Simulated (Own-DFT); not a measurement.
# Computed records: Hf31SiO64 (monoclinic hafnia with substituted atoms, atoms displaced), Hf16O31 (monoclinic hafnia with two neutral oxygen vacancies, strained, atoms displaced), Hf32O63 (monoclinic hafnia with one neutral oxygen vacancy, atoms displaced)

Computed with Own-DFT development build. A calculation, not a measurement: plane-wave PBE and HSE06 DFT by an unreviewed code, no spin, of a simulated cell at Gamma alone, so results move with cell size and shape, stress positive in tension, energies less offsets, not probed for a lower state with spin; hafnium file: forces about 75 meV/angstrom off all-electron values; oxygen file: force components 24 meV/angstrom off all-electron in a glass; k mesh not checked against a denser one; forces and stress are PBE's, HSE06 gives the energy alone, and its difference from PBE has offsets of its own; offsets are fitted by least squares, one for each functional and potential file, so energies compare only between cells with the same atoms and settings and are not formation energies; the far tail of each file's local potential was reset to the Coulomb form; each entry is a single point on an unrelaxed cell, so the pressure reflects the starting lattice, mostly measured values, from which strain is counted, and rises with the displacements; printed positions are rounded, which can move forces by about a meV/angstrom; the program is a retired in-house code; no spin-orbit coupling.

Common to all runs: first functional PBE; second functional HSE06; exact exchange share 0.25; screening 0.11 1/bohr; exchange divergence Gygi-Baldereschi; potential files PseudoDojo norm-conserving, scalar-relativistic, made for PBE, standard set; wave cutoff 48 hartree; occupations fixed; k mesh 1 x 1 x 1 centred on Gamma.

(1) Hf31SiO64 (monoclinic hafnia with substituted atoms, atoms displaced)

```
Hf31SiO64
1.0
     10.2340     0.0000     0.0000
      0.0000    10.3500     0.0000
     -1.6955     0.0000    10.4453
Hf Si Hf O Hf O Hf O Hf O Hf O Hf O Hf O Hf O
2 1 1 8 4 8 4 8 4 8 4 8 4 8 4 8 4 8
Direct
  0.14079 0.02284 0.10090
  0.36180 0.26820 0.14619
  0.36110 0.47954 0.40307
  0.13795 0.22782 0.35535
  0.03954 0.16945 0.17517
  0.45589 0.41370 0.07151
  0.46827 0.33209 0.32316
  0.03876 0.08581 0.42459
  0.22786 0.37605 0.24572
  0.28204 0.12524 0.00484
  0.28112 0.11189 0.25636
  0.22465 0.37202 0.48752
  0.14108 0.02316 0.60507
  0.36455 0.27329 0.64874
  0.36606 0.47504 0.89349
  0.14038 0.23245 0.85632
  0.03939 0.16235 0.67188
  0.46071 0.41873 0.57643
  0.46549 0.33550 0.82718
  0.03168 0.08410 0.92766
  0.22834 0.37559 0.73848
  0.27354 0.13001 0.51079
  0.27163 0.12351 0.76077
  0.22526 0.37293 0.98831
  0.13851 0.52147 0.10234
  0.36557 0.76834 0.14779
  0.36330 0.98646 0.39749
  0.14095 0.72924 0.35527
  0.03950 0.66475 0.17357
  0.46231 0.91821 0.07648
  0.46655 0.84013 0.32660
  0.04091 0.58291 0.42427
  0.22231 0.88308 0.24128
  0.27074 0.62951 0.00956
  0.27910 0.62701 0.25988
  0.22336 0.87601 0.49108
  0.13490 0.52740 0.60405
  0.36333 0.76845 0.64445
  0.36472 0.98409 0.89479
  0.13899 0.72689 0.84903
  0.03321 0.66815 0.67518
  0.46052 0.91465 0.57283
  0.46238 0.83514 0.82472
  0.03850 0.58430 0.92795
  0.22453 0.88382 0.74210
  0.27759 0.63006 0.51069
  0.27363 0.62024 0.75386
  0.22296 0.87053 0.98761
  0.63491 0.02231 0.10992
  0.85956 0.26905 0.14203
  0.86123 0.47739 0.38978
  0.64070 0.22671 0.35152
  0.53431 0.16469 0.16952
  0.96738 0.41938 0.07952
  0.96227 0.33443 0.32184
  0.53666 0.08371 0.42655
  0.72220 0.38163 0.23858
  0.77514 0.12621 0.00475
  0.77517 0.12375 0.25992
  0.73248 0.37315 0.48856
  0.63463 0.02024 0.60779
  0.86082 0.27329 0.64396
  0.86440 0.48105 0.89464
  0.63614 0.23006 0.85598
  0.53717 0.16542 0.67887
  0.96252 0.41341 0.57214
  0.96329 0.34041 0.82361
  0.53538 0.08156 0.92164
  0.72710 0.38094 0.74315
  0.77398 0.12881 0.51070
  0.77635 0.12096 0.75856
  0.72598 0.37443 0.99219
  0.64121 0.51973 0.10494
  0.86288 0.76888 0.14197
  0.85824 0.97852 0.39332
  0.63666 0.73241 0.35395
  0.54084 0.66499 0.17493
  0.96141 0.91629 0.07334
  0.96199 0.84209 0.32938
  0.53744 0.58395 0.41800
  0.72655 0.88281 0.24185
  0.77211 0.63001 0.01235
  0.77732 0.62545 0.26135
  0.72445 0.86685 0.48525
  0.63490 0.52004 0.60032
  0.86178 0.76718 0.64887
  0.86433 0.97753 0.89236
  0.63829 0.72970 0.85247
  0.53769 0.66313 0.67396
  0.96062 0.91650 0.57941
  0.96525 0.82828 0.82747
  0.53667 0.58242 0.92738
  0.72245 0.88057 0.74306
  0.77673 0.62865 0.50843
  0.78069 0.62329 0.76386
  0.72720 0.87150 0.98508
```

| Quantity | Value |
| --- | --- |
| PBE energy of cell above offsets | -90.173 eV |
| HSE06 less PBE above offsets | 0.115 eV |
| PBE pressure | 3.14 GPa |
| PBE stress xx | -3.03 GPa |
| PBE stress yy | -2.8 GPa |
| PBE stress zz | -3.58 GPa |
| PBE stress yz | -0.36 GPa |
| PBE stress xz | -0.1 GPa |
| PBE stress xy | 0.09 GPa |

Force:
```tsv
element	x (eV/Å)	y (eV/Å)	z (eV/Å)
Hf	-0.459	-1.301	0.41
Hf	-0.468	0.78	0.252
Si	1.158	-0.703	0.43
Hf	-0.064	0.298	-0.35
O	-0.215	-0.141	-0.582
O	1.433	0.287	0.566
O	-1.241	1.574	1.191
O	-0.921	-0.281	-0.296
O	0.471	0.938	-0.187
O	-0.738	0.947	0.645
O	-0.316	1.65	-0.123
O	1.335	1.328	-0.396
Hf	-0.892	-0.973	-0.141
Hf	-0.988	-0.918	-0.906
Hf	-0.976	1.465	0.783
Hf	-0.805	-0.753	-0.713
O	-1.439	1.487	0.632
O	-0.063	0.821	-1.853
O	0.738	-0.577	-0.276
O	0.978	1.171	-0.68
O	-0.549	0.563	-0.059
O	0.948	0.561	0.21
O	0.929	0.252	0.069
O	-0.537	-0.634	-0.121
Hf	0.605	-0.25	0.858
Hf	-0.577	0.613	-0.459
Hf	-0.715	-1.517	-0.524
Hf	-0.34	1.158	-0.453
O	-0.784	0.705	0.303
O	0.503	-0.056	0.309
O	0.089	-0.315	-0.166
O	-0.643	0.095	-0.171
O	0.133	-0.843	-0.192
O	0.971	0.064	-0.166
O	0.274	-1.821	1.49
O	0.011	-0.972	-0.22
Hf	0.062	-1.648	-0.521
Hf	-0.31	1.15	0.392
Hf	-0.973	-1.307	-0.194
Hf	0.352	1.137	1.723
O	0.251	-0.721	-0.622
O	0.887	0.165	0.909
O	0.756	-0.695	-0.06
O	-0.648	-0.012	-0.96
O	0.165	-0.685	-0.464
O	0.862	-1.121	-1.068
O	0.245	-0.125	0.453
O	0.106	0.094	0.143
Hf	0.93	-1.262	-1.64
Hf	0.979	0.289	0.13
Hf	0.342	0.696	0.577
Hf	-0.447	0.811	1.082
O	-0.129	0.575	0.59
O	-0.647	-0.642	-0.284
O	0.263	-0.249	0.264
O	0.215	0.497	-0.306
O	0.099	-0.587	-0.056
O	-0.279	0.653	0.904
O	0.164	0.099	-0.328
O	-1.256	-0.535	-0.238
Hf	0.983	-0.209	-0.432
Hf	0.486	-0.937	0.193
Hf	-0.117	0.14	0.685
Hf	1.336	-0.622	0.191
O	-0.621	0.27	-0.445
O	1.178	0.672	0.335
O	1.052	-0.767	0.077
O	0.443	0.598	0.122
O	-0.749	0.036	-0.776
O	-0.15	0.16	-0.006
O	-0.142	0.299	0.115
O	-0.094	-0.542	-0.356
Hf	-0.858	0.395	0.039
Hf	0.208	0.846	0.664
Hf	0.772	0.171	1.419
Hf	0.453	-0.151	-0.133
O	-0.838	0.428	-0.492
O	0.694	0.052	0.591
O	1.376	-1.623	-0.682
O	-2.536	-1.818	0.496
O	-0.505	-0.144	-0.863
O	0.465	-0.175	-0.199
O	0.356	-0.396	-0.127
O	-0.404	0.72	0.864
Hf	1.155	0.142	0.037
Hf	-0.287	1.313	-1.029
Hf	-0.478	-0.033	0.338
Hf	-0.286	0.297	0.864
O	-0.298	0.205	-0.23
O	0.315	0.083	0.021
O	-0.088	0.27	0.135
O	-0.236	0.213	-0.75
O	-0.027	-0.376	-0.836
O	-0.402	-0.335	0.427
O	-0.371	-0.155	-0.25
O	-0.619	-0.303	0.456
```

(2) Hf16O31 (monoclinic hafnia with two neutral oxygen vacancies, strained, atoms displaced)

```
Hf16O31
1.0
     10.0860     0.1863    -0.0613
      0.1884    10.4566    -0.0602
     -1.7335    -0.0916    10.5613
Hf O Hf O Hf O Hf O Hf O Hf O Hf O Hf O
4 8 4 8 4 8 4 8 4 8 4 8 4 7 4 7
Direct
  0.13928 0.02006 0.10422
  0.36455 0.27022 0.14572
  0.35893 0.48480 0.39837
  0.13896 0.23196 0.35268
  0.03548 0.16722 0.17806
  0.46469 0.41431 0.08240
  0.46328 0.33439 0.32139
  0.03884 0.07850 0.42226
  0.22315 0.38233 0.24067
  0.27652 0.12522 0.01007
  0.27637 0.12609 0.26032
  0.22967 0.37032 0.49083
  0.14076 0.01651 0.60442
  0.36399 0.26548 0.64784
  0.35821 0.48363 0.89420
  0.13515 0.23190 0.85601
  0.03876 0.16620 0.67806
  0.46414 0.40927 0.58159
  0.45751 0.33308 0.82763
  0.03771 0.08298 0.91936
  0.22467 0.37802 0.74329
  0.27654 0.12840 0.50634
  0.28051 0.11977 0.76225
  0.21903 0.36694 0.98916
  0.14248 0.51484 0.10710
  0.36284 0.77248 0.14892
  0.36012 0.98213 0.39633
  0.14219 0.72776 0.35736
  0.03418 0.66251 0.16986
  0.46496 0.92048 0.07404
  0.46261 0.84078 0.32247
  0.04332 0.58650 0.42442
  0.22252 0.87421 0.24087
  0.28183 0.62861 0.01534
  0.28246 0.61422 0.26123
  0.22227 0.86880 0.49291
  0.14477 0.51823 0.60203
  0.36324 0.77361 0.64817
  0.36097 0.97997 0.89590
  0.13700 0.73405 0.85200
  0.03858 0.66684 0.67522
  0.45988 0.91666 0.57793
  0.45914 0.83569 0.82409
  0.03839 0.58112 0.91996
  0.22633 0.87996 0.73989
  0.27079 0.62971 0.50897
  0.27852 0.61765 0.76048
  0.22555 0.87216 0.98672
  0.63615 0.02226 0.10308
  0.86180 0.26559 0.14407
  0.85835 0.48433 0.39660
  0.63523 0.23165 0.35373
  0.53845 0.16864 0.17575
  0.96597 0.41439 0.07579
  0.96515 0.33650 0.32765
  0.53227 0.07933 0.42102
  0.72273 0.38212 0.24265
  0.77777 0.12521 0.00874
  0.77751 0.12048 0.25814
  0.72263 0.37525 0.49521
  0.63724 0.02052 0.60295
  0.86515 0.26999 0.64791
  0.85949 0.48253 0.89251
  0.64006 0.22818 0.85751
  0.53075 0.17080 0.67627
  0.96541 0.41888 0.57733
  0.96806 0.33006 0.82433
  0.53960 0.08384 0.92493
  0.72835 0.38354 0.74095
  0.77803 0.13292 0.51000
  0.77713 0.11941 0.75983
  0.71924 0.37219 0.98460
  0.63741 0.51928 0.10493
  0.85928 0.77210 0.14690
  0.86226 0.98212 0.39762
  0.64074 0.73233 0.35260
  0.53754 0.66537 0.17545
  0.95934 0.91298 0.07237
  0.96503 0.83548 0.32701
  0.53690 0.58500 0.42055
  0.72586 0.88226 0.23960
  0.77457 0.63141 0.00853
  0.77807 0.61985 0.26312
  0.63832 0.52067 0.60459
  0.86430 0.76963 0.64651
  0.86912 0.97811 0.90229
  0.63556 0.73376 0.86034
  0.53255 0.66581 0.67036
  0.96454 0.91209 0.57553
  0.96557 0.83421 0.82713
  0.53357 0.57979 0.92431
  0.77732 0.63464 0.51385
  0.77644 0.62437 0.76326
  0.72145 0.86851 0.98486
```

| Quantity | Value |
| --- | --- |
| PBE energy of cell above offsets | -90.490 eV |
| HSE06 less PBE above offsets | 0.690 eV |
| PBE pressure | 2.88 GPa |
| PBE stress xx | -6.75 GPa |
| PBE stress yy | -0.5 GPa |
| PBE stress zz | -1.39 GPa |
| PBE stress yz | -1.41 GPa |
| PBE stress xz | -2.15 GPa |
| PBE stress xy | 6.11 GPa |

Force:
```tsv
element	x (eV/Å)	y (eV/Å)	z (eV/Å)
Hf	0.161	0.096	-0.29
Hf	-0.852	0.61	-0.779
Hf	1.064	-1.268	0.273
Hf	-0.113	-0.157	1.236
O	0.197	-0.776	-0.842
O	0.212	0.358	-0.361
O	-0.056	0.299	0.906
O	-0.02	0.562	0.017
O	-0.194	-0.736	0.415
O	-0.209	0.19	0.815
O	0.366	-0.936	-0.335
O	-0.55	0.031	-0.512
Hf	-0.545	0.851	-0.331
Hf	-1.976	1.475	-0.205
Hf	-0.085	-0.965	0.623
Hf	2.041	-0.776	-0.004
O	0.008	-0.575	-0.925
O	1.046	1.337	-0.493
O	1.385	-0.468	0.624
O	-0.325	-0.44	0.883
O	-0.707	0.304	-0.57
O	-0.23	-0.091	0.634
O	0.016	-0.262	-0.318
O	0.626	0.466	0.442
Hf	-0.734	0.933	-1.225
Hf	-0.009	-0.253	-1.255
Hf	-0.583	0.056	0.226
Hf	-0.839	0.094	-0.683
O	-0.089	0.485	0.593
O	-0.038	-0.682	0.711
O	1.119	-0.776	0.285
O	-1.505	-0.715	-0.43
O	-0.463	0.902	-0.386
O	-0.457	0.199	-0.029
O	-0.222	1.168	-0.093
O	0.271	0.048	-0.468
Hf	-1.033	-0.266	0.766
Hf	-0.357	-0.676	-0.965
Hf	-0.295	0.979	0.099
Hf	0.451	-1.949	0.801
O	0.222	-0.166	-0.226
O	1.082	0.55	0.064
O	1.177	-0.523	0.417
O	-0.058	0.177	-0.141
O	-0.972	-0.006	0.175
O	1.249	0.166	0.568
O	0.214	0.67	-0.342
O	-0.226	0.032	0.442
Hf	0.371	-0.177	-0.099
Hf	-0.379	1.629	0.166
Hf	0.98	-0.893	0.715
Hf	0.747	-0.067	0.715
O	-0.038	-0.351	-0.257
O	-0.481	-0.401	0.036
O	-0.186	-0.001	-0.129
O	0.774	0.533	0.173
O	-0.075	-0.448	-0.136
O	0.022	0.586	0.647
O	0.096	0.313	0.072
O	0.255	-0.355	-1.04
Hf	0.164	0.427	0.14
Hf	-0.17	0.679	-0.743
Hf	0.881	-0.032	0.859
Hf	-0.641	0.284	-0.436
O	2.299	-1.771	-0.001
O	0.162	-0.019	0.028
O	-1.505	1.19	0.422
O	-0.46	0.002	-0.305
O	-0.377	-0.235	0.081
O	-0.685	-0.479	0.066
O	-0.296	-0.359	-0.14
O	0.435	-0.294	0.509
Hf	-0.126	-0.381	-0.508
Hf	0.877	-0.668	-0.225
Hf	0.247	-0.385	-0.123
Hf	-0.28	-0.414	0.944
O	-0.245	0.645	-0.033
O	1.245	0.319	1.205
O	0.307	-0.444	-0.226
O	-0.175	-0.014	0.177
O	-0.733	-0.161	0.23
O	-0.16	-0.303	0.674
O	0.163	0.56	-0.357
Hf	-0.485	-0.16	0.062
Hf	-0.566	0.635	-0.44
Hf	-1.056	0.619	-1.688
Hf	0.332	-1.467	-0.769
O	0.031	0.215	0.545
O	0.032	0.33	0.287
O	-0.402	0.083	-0.226
O	0.329	0.638	-0.277
O	-0.302	0.15	-0.449
O	-0.056	0.307	-0.238
O	-0.037	0.552	0.286
```

(3) Hf32O63 (monoclinic hafnia with one neutral oxygen vacancy, atoms displaced)

```
Hf32O63
1.0
     10.2340     0.0000     0.0000
      0.0000    10.3500     0.0000
     -1.6955     0.0000    10.4453
Hf O Hf O Hf O Hf O Hf O Hf O Hf O Hf O
4 8 4 8 4 7 4 8 4 8 4 8 4 8 4 8
Direct
  0.13427 0.01321 0.10160
  0.36707 0.27442 0.15081
  0.35472 0.48307 0.39816
  0.13582 0.23534 0.35684
  0.03976 0.16697 0.17764
  0.45941 0.41843 0.07130
  0.47576 0.33203 0.32442
  0.03256 0.07568 0.41542
  0.22350 0.37658 0.23889
  0.27224 0.11821 0.01528
  0.27389 0.11528 0.25754
  0.22207 0.37334 0.48754
  0.14013 0.01656 0.59061
  0.35865 0.27439 0.64782
  0.36494 0.48268 0.89702
  0.13538 0.22556 0.85525
  0.03795 0.16521 0.67290
  0.45924 0.41665 0.58940
  0.46884 0.33227 0.83068
  0.03543 0.08159 0.92055
  0.21833 0.38065 0.74830
  0.28026 0.12276 0.50584
  0.27405 0.12077 0.76116
  0.22557 0.37003 0.98224
  0.13420 0.52422 0.10723
  0.37318 0.77695 0.14078
  0.35673 0.98027 0.39176
  0.14072 0.73433 0.35553
  0.03781 0.66913 0.17365
  0.46137 0.91623 0.08263
  0.47187 0.83030 0.32299
  0.04021 0.58224 0.42575
  0.22119 0.86803 0.24186
  0.27426 0.63060 0.00853
  0.26637 0.62323 0.25894
  0.13955 0.51725 0.60718
  0.37192 0.76157 0.65504
  0.36876 0.97968 0.89657
  0.13614 0.72151 0.85549
  0.03903 0.66610 0.67721
  0.47084 0.91571 0.58325
  0.45861 0.83490 0.81539
  0.02970 0.58114 0.91757
  0.22255 0.87702 0.73888
  0.27264 0.62944 0.50762
  0.28017 0.62419 0.75649
  0.22415 0.87699 0.99398
  0.63306 0.02762 0.09086
  0.86419 0.27322 0.15270
  0.86819 0.48318 0.39118
  0.63490 0.22903 0.35323
  0.53551 0.15745 0.17125
  0.96492 0.41660 0.06904
  0.96206 0.34151 0.33662
  0.53873 0.07688 0.42638
  0.72853 0.38447 0.23361
  0.78013 0.12885 0.01877
  0.77830 0.12458 0.26048
  0.72823 0.37186 0.49142
  0.64212 0.01455 0.60613
  0.85266 0.27138 0.63986
  0.85674 0.47688 0.89721
  0.63179 0.23258 0.85306
  0.53077 0.16361 0.67141
  0.96753 0.41003 0.57524
  0.96651 0.34027 0.82914
  0.54245 0.08747 0.91949
  0.73164 0.37679 0.73341
  0.76995 0.12357 0.50482
  0.77121 0.12269 0.76099
  0.71891 0.37359 0.98797
  0.63637 0.52557 0.10113
  0.86645 0.76825 0.14740
  0.86267 0.97467 0.40344
  0.63804 0.72597 0.35315
  0.54137 0.66807 0.16826
  0.95861 0.90652 0.07178
  0.96572 0.82998 0.32700
  0.53274 0.58538 0.43388
  0.72846 0.87397 0.24121
  0.77682 0.62420 0.01556
  0.77348 0.62621 0.25462
  0.71896 0.87347 0.48120
  0.63863 0.51447 0.60650
  0.85568 0.77473 0.64453
  0.85329 0.97879 0.89290
  0.64542 0.72719 0.85877
  0.53661 0.66727 0.67116
  0.95874 0.91377 0.57421
  0.96142 0.84139 0.83020
  0.53509 0.58903 0.92331
  0.72558 0.87689 0.73378
  0.77116 0.63177 0.51021
  0.77227 0.61986 0.76394
  0.72185 0.87159 0.99062
```

| Item | Value |
| --- | --- |
| PBE energy of cell above offsets | -90.651 eV |
| HSE06 less PBE above offsets | 0.061 eV |
| PBE pressure | 5.57 GPa |
| PBE stress xx | -6.17 GPa |
| PBE stress yy | -5.24 GPa |
| PBE stress zz | -5.3 GPa |
| PBE stress yz | 0.65 GPa |
| PBE stress xz | 0.41 GPa |
| PBE stress xy | 0.06 GPa |

Force:
```tsv
element	x (eV/Å)	y (eV/Å)	z (eV/Å)
Hf	-0.155	0.63	0.157
Hf	-1.105	-1.396	-1.607
Hf	1.034	1.02	-0.274
Hf	-0.028	-2.178	-1.024
O	-0.827	0.719	-0.031
O	0.858	0.027	1.029
O	-2.333	1.741	0.261
O	1.087	1.138	0.435
O	0.242	0.169	0.503
O	1.047	1.343	-0.184
O	0.16	0.593	0.503
O	0.249	-0.344	0.485
Hf	-0.374	-0.056	2.681
Hf	-0.137	-2.168	0.769
Hf	-1.58	-0.737	-0.504
Hf	-0.263	0.107	-0.157
O	-0.431	-0.178	-0.93
O	0.682	0.886	-1.019
O	-1.218	0.875	-0.385
O	-1.283	-0.547	0.583
O	1.225	0.248	-1.356
O	-0.698	1.069	0.277
O	0.827	-0.023	0.084
O	0.07	0.078	1.406
Hf	0.612	-0.359	-1.346
Hf	-2.865	-2.249	1.682
Hf	1.656	-1.001	0.533
Hf	-0.037	-0.301	0.577
O	-0.309	-0.529	-0.304
O	2.243	2.24	-1.933
O	-1.329	0.67	0.073
O	-0.53	-0.016	-0.367
O	0.64	1.253	-0.153
O	0.145	-0.166	0.045
O	1.359	-1.365	0.544
Hf	-1.149	0.843	0.138
Hf	-1.836	1.819	-3.133
Hf	-2.938	0.217	-1.38
Hf	-0.171	2.006	-0.487
O	-0.84	-0.031	-0.488
O	-0.933	-0.392	-0.734
O	2.081	0.387	3.472
O	0.326	0.467	0.817
O	-0.187	0.376	-0.517
O	0.419	-0.091	0.16
O	-0.258	-1.056	0.953
O	0.397	-1.25	-0.872
Hf	2.337	-1.571	3.8
Hf	0.019	-1.074	-1.077
Hf	-1.681	1.658	1.497
Hf	1.943	-2.204	0.492
O	-1.153	1.521	0.259
O	-0.12	-0.426	1.659
O	1.959	-2.266	-1.391
O	-0.505	0.847	-0.946
O	-0.578	-0.071	0.565
O	0.068	0.415	-0.935
O	-0.19	0.134	0.14
O	-0.613	-0.02	-0.849
Hf	-1.923	1.325	-1.255
Hf	2.607	-1.024	0.654
Hf	1.191	-0.535	-0.64
Hf	2.214	0.301	-0.755
O	-0.109	0.642	0.223
O	0.084	0.538	0.014
O	-0.186	-0.828	-0.633
O	-1.607	-1.341	-0.082
O	-1.514	0.283	0.856
O	0.796	0.938	1.024
O	0.187	-0.261	-0.039
O	-0.008	-0.402	-0.278
Hf	0.792	-1.244	0.719
Hf	-1.332	0.606	0.539
Hf	-1.08	0.474	-3.29
Hf	0.411	0.772	0.131
O	-1.119	0.223	0.039
O	1.173	1.407	-0.105
O	0.171	0.116	0.463
O	-0.735	-0.785	-1.056
O	-0.257	0.794	-0.531
O	0.119	0.677	-0.851
O	0.386	-1.228	1.061
O	-0.106	-0.696	1.419
Hf	-0.075	1.284	-0.549
Hf	1.476	-1.416	0.12
Hf	1.716	0.763	0.673
Hf	-0.766	0.286	-0.732
O	1.542	-1.11	0.755
O	0.998	0.015	0.728
O	0.521	-1.292	-0.75
O	0.035	0.19	-0.354
O	-0.587	-0.304	1.056
O	0.471	-0.278	0.439
O	0.102	0.13	-0.178
O	-0.617	-0.452	-1.027
```
